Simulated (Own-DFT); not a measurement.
# Point defects and the pressure they add: grey tin

Everything here is calculated. The program is Own-DFT (plane waves, in-house, since retired, never reviewed by a person); positions were held fixed, and spin and spin-orbit coupling were off.

Common settings: PBE; PseudoDojo norm-conserving scalar-relativistic files; cutoff 42 hartree; 3 x 3 x 3 k mesh centred on Gamma; cold (Marzari-Vanderbilt) smearing of 0.2 eV.

Limits (not all hold for every row): not probed for a lower state with spin; forces on such cells moved up to 12 meV/angstrom on a denser k mesh; stress not checked against mesh or cutoff.

All runs share one cell, with vectors in Å (12.978, 0.000, 0.000); (0.000, 12.978, 0.000); (0.000, 0.000, 12.978) and a volume of 2185.9 Å³. The atoms are randomly displaced, by u rms on each axis. The defect's site can differ from row to row.

| cell | formula | u (Å) | P (GPa) |
|---|---|---|---|
| no defect | Sn64 | 0.0184 | 3.37 |
| no defect | Sn64 | 0.0196 | 3.38 |
| no defect | Sn64 | 0.0510 | 3.62 |
| one Sn vacancy | Sn63 | 0.0282 | 3.21 |
| one Sn vacancy | Sn63 | 0.0310 | ? |
| one Sn vacancy | Sn63 | 0.0489 | 3.47 |
| one Sn vacancy | Sn63 | 0.0513 | 3.42 |
| two Sn vacancies | Sn62 | 0.0250 | 3.06 |
| two Sn vacancies | Sn62 | 0.0308 | 3.07 |
| two Sn vacancies | Sn62 | 0.0468 | 3.23 |

## Analysis

P = P0 + c u² + a shift for each defect gives P0 = 3.33 GPa, c = 116 ± 12 GPa/Å² and a scatter of 0.03 GPa. The shifts, and each times the cell's volume:

- one Sn vacancy: -0.19 ± 0.03 GPa, -2.6 eV
- two Sn vacancies: -0.35 ± 0.02 GPa, -4.8 eV (-2.4 eV for each of its 2 sites)

Against the defect-free cell, a freed cell would be larger where the shift is positive and smaller where it is negative (160.2 GPa Å³ is 1 eV). The atoms around the defects weren't relaxed, which would change these numbers.

## Check

Asked: what pressure belongs in the blank (one Sn vacancy, u = 0.0310 Å)?

Estimate: 3.25 ± 0.04 GPa. The hidden result is 3.24 GPa.
